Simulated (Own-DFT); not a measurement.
Simulation results for Al2GaN3 (wurtzite random alloy, strained, atoms displaced)

A calculation, not a measurement: plane-wave PBE density functional theory by an unreviewed code, no spin, of a simulated periodic cell, stress positive in tension, free energy of the whole cell less one offset for each atom, forces on such cells passed a denser k mesh, this cell's mesh not checked; offsets are fitted by least squares, one for each functional and potential file, so energies compare only between cells with the same atoms and settings and are not formation energies; the far tail of each file's local potential was reset to the Coulomb form; each entry is a single point on an unrelaxed cell, so the pressure reflects the starting lattice, mostly measured values, from which strain is counted, and rises with the displacements; printed positions are rounded, which can move forces by about a meV/angstrom; the program is a retired in-house code; no spin-orbit coupling. Program: Own-DFT development build.

```xyz
72
Lattice="9.5307 0.0000 0.0000 -4.7653 8.2538 0.0000 0.0000 0.0000 10.0993" Properties=species:S:1:pos:R:3:force_x:R:1:force_y:R:1:force_z:R:1 formula=Al2GaN3 functional=PBE potential_files=PseudoDojo_norm-conserving,scalar-relativistic,standard_set wave_cutoff=42 occupations=Fermi-Dirac smearing_width=0.05 k_mesh=4_x_4_x_3_centred_on_Gamma free_energy_of_cell_above_offsets=-13.408 pressure=1.91 stress_xx=-0.88 stress_yy=1.61 stress_zz=-6.46 stress_yz=-1.15 stress_xz=-0.84 stress_xy=-1.24
Al    -0.0235     1.8184    10.0548       1.37     -0.233      0.916
Ga     1.6371     0.9561     2.5046     -1.776      -1.59      1.708
N      0.0173     1.8230     1.8994     -0.067      0.147     -0.972
N      1.6532     0.9179     4.5009      0.447      0.229     -0.135
Ga     0.0148     1.8488     5.1428      0.348     -0.428     -1.956
Al     1.6394     0.9154     7.5619     -0.617      0.008      0.175
N      0.0070     1.8158     6.9805     -0.095     -1.199      2.487
N      1.6985     0.9486     9.5622     -3.407     -0.523     -2.061
Al    -1.5646     4.5397    10.0910     -0.709      0.794     -0.158
Ga    -0.0067     3.6548     2.4931      0.408      0.218      0.742
N     -1.5744     4.6347     1.9387     -0.604     -1.629     -1.461
N      0.0534     3.7045     4.4744     -2.632      -0.89     -0.519
Al    -1.5964     4.5564     5.0511     -0.203      0.737     -0.045
Ga     0.0592     3.6209     7.5990      -1.28      0.513     -0.658
N     -1.5904     4.6692     6.9985     -0.074     -1.647     -0.478
N     -0.0371     3.5925     9.5033      0.858      1.144      0.984
Ga    -3.1072     7.3453    10.0600     -1.295     -0.427      0.467
Ga    -1.6843     6.4192     2.4605       2.19      0.392      1.846
N     -3.1773     7.2861     1.9235     -2.014      1.182     -0.496
N     -1.5723     6.4693     4.4422     -0.423     -1.174      0.792
Al    -3.1311     7.3232     5.0699     -0.772      0.429     -0.685
Al    -1.6008     6.4092     7.5668      0.033       1.22     -0.608
N     -3.1937     7.3808     6.9397      0.071     -0.663      1.177
N     -1.5466     6.4843     9.4361      0.658     -1.813      0.489
Al     3.0560     1.7925     0.1035      3.775      1.857     -1.791
Ga     4.6975     0.9633     2.5199      1.484     -0.943      0.615
N      3.1389     1.8043     1.9036      0.872      2.576      0.133
N      4.8098     1.0065     4.4302     -1.451      -1.16      1.266
Al     3.2461     1.9149     5.0866     -0.669     -0.737     -0.313
Ga     4.7089     0.9792     7.5477      0.121      -0.53     -0.325
N      3.1127     1.9084     7.0039      -0.04       0.04     -0.674
N      4.8089     0.9934     9.4061     -1.474     -1.237      3.189
Al     1.6010     4.5208    10.0010     -0.806      1.584      1.328
Al     3.1828     3.7063     2.4911      0.275     -0.257      1.109
N      1.6191     4.5708     1.9413     -0.028     -0.419     -1.636
N      3.2377     3.7284     4.5079      -1.33     -1.411      -1.66
Ga     1.5363     4.5347     5.0809      1.935      1.998     -0.686
Al     3.1542     3.6859     7.6129      1.463     -0.165     -0.425
N      1.6412     4.5189     6.9822      -0.45       1.51      1.026
N      3.1381     3.6987     9.4932     -0.147     -1.675      0.203
Al    -0.0356     7.3422     0.0063      1.241       0.74      -0.11
Al     1.5853     6.3371     2.4724     -0.095      1.758      0.632
N     -0.0462     7.3404     1.9925      1.118     -0.338     -2.129
N      1.5691     6.4757     4.3690     -0.568     -0.649      0.775
Al    -0.0273     7.3254     5.1153      0.682      0.598     -2.379
Al     1.5710     6.3797     7.5571      0.014      0.727     -0.799
N     -0.0245     7.3641     6.9309      0.211     -1.123      1.145
N      1.6555     6.4621     9.4143     -1.172     -0.769      1.094
Al     6.3260     1.7338     0.0368      0.744      1.658     -0.549
Ga     7.9468     0.9603     2.5082     -0.173     -1.416      1.212
N      6.3448     1.8726     1.9455     -0.136      0.663     -1.016
N      7.9519     0.9472     4.5767       -0.7      0.133     -1.468
Al     6.3139     1.8108     5.0602      1.213      0.889      0.368
Al     7.9605     0.7789     7.6208     -0.681      1.845     -1.097
N      6.2576     1.8903     6.9956      2.369     -0.405     -0.624
N      8.0076     0.9794     9.5051     -1.406     -1.855     -0.167
Ga     4.7457     4.5292    10.0960      0.568      0.968       0.18
Al     6.3786     3.7462     2.5182     -0.585     -0.948      0.427
N      4.7556     4.6434     1.9718      0.354     -1.516      -0.23
N      6.3384     3.6425     4.4307      0.202      0.835      0.349
Al     4.6830     4.5901     5.0928      2.415      1.025      -0.07
Al     6.3892     3.6505     7.6222     -0.488      0.568     -0.897
N      4.7808     4.6149     6.9936     -0.336     -0.585      0.285
N      6.3622     3.6673     9.4887       0.84     -0.686      0.812
Al     3.1948     7.3312     0.0393       0.52      -0.07     -2.102
Al     4.7954     6.3802     2.5764     -0.853      1.328     -0.963
N      3.1950     7.2259     1.7997     -0.154       0.56      2.715
N      4.7143     6.4596     4.4099      2.258     -1.237      0.662
Ga     3.2031     7.2986     5.1030     -1.091      0.813     -3.557
Al     4.7587     6.3834     7.6355      0.247      0.554     -2.045
N      3.1553     7.3088     6.8561      0.055     -0.558      5.427
N      4.7876     6.4090     9.4367      -0.56      0.664      1.207
```

Units: wave_cutoff in hartree; smearing_width, free_energy_of_cell_above_offsets in eV; pressure, stress_xx, stress_yy, stress_zz, stress_yz, stress_xz, stress_xy in GPa; force_x, force_y, force_z in eV/Å.
